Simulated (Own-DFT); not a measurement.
# Around an empty site: diamond silicon, 63 atoms (Si63), with one Si vacancy

Calculated results; nothing here was measured. The program, named Own-DFT, is a retired in-house plane-wave density functional code that no person has reviewed. Each row is one single-point run on a periodic cell that was not relaxed, without spin or spin-orbit coupling.

Settings of every run: PBE; PseudoDojo norm-conserving scalar-relativistic files; cutoff 20 hartree; 3 x 3 x 3 k mesh centred on Gamma; Fermi-Dirac smearing of 0.1 eV.

Known limits: not probed for a lower state with spin; forces not confirmed at this smearing and k mesh; stress not checked against mesh or cutoff.

Cell vectors in Å: (10.862, 0.000, 0.000); (0.000, 10.862, 0.000); (0.000, 0.000, 10.862). Every atom was also moved at random, by a Gaussian of width 0.03 Å on each axis. The defect's site can differ from row to row. The empty site has 4 nearest neighbours, all Si. For each, d is its distance from the empty site and R the part of its force along the line away from it, positive outwards. The last column is the rms force component on atoms over 4.5 Å away.

```
run,d1 (Å),d2 (Å),d3 (Å),d4 (Å),R1 (eV/Å),R2 (eV/Å),R3 (eV/Å),R4 (eV/Å),far F (eV/Å)
1,2.337,2.347,2.352,2.372,-0.25,-0.25,-0.44,-0.30,0.47
2,2.317,2.348,2.359,2.382,-0.07,-0.28,-0.48,-0.45,0.56
3,2.350,2.374,2.375,2.387,-0.43,-0.47,-0.31,-0.46,0.48
4,2.323,2.332,2.344,2.353,-0.31,-0.30,-0.04,-0.32,0.44
5,2.332,2.360,2.382,2.412,-0.18,-0.49,-0.27,-0.50,0.46
6,2.336,2.354,2.363,2.374,-0.32,-0.39,-0.37,-0.44,0.58
7,2.306,2.311,2.315,2.375,-0.09,-0.16,-0.18,-0.42,0.51
8,2.303,2.346,2.355,2.356,-0.21,-0.15,-0.30,-0.32,0.46
9,2.283,2.288,2.369,2.376,-0.05,-0.15,-0.28,-0.39,0.55
10,2.268,2.333,2.339,2.342,?,?,?,?,?
```

## Worked fit

A straight line through the 36 neighbours shown gives R = -0.30 - 3.4 (d - 2.349) eV/Å, with a scatter of 0.09 left by the moves of the other atoms. The slope, with an error of 0.5, is the pull back towards the neighbour's own site. The constant, -0.30 ± 0.01 eV/Å, is the force at the mean distance: with one bond gone, the neighbours are pushed inwards, towards the empty site. It shows how a relaxation would start, not where it would end, and it depends somewhat on the width of the random moves.

## Withheld run

Question: what mean R should the neighbours of run 10 feel? Their mean d is 2.321 Å.

The line gives -0.20 ± 0.03 eV/Å, by the scatter of the means of the runs shown. The calculation gave R = -0.19, -0.42, -0.29, -0.38, a mean of -0.32 eV/Å.
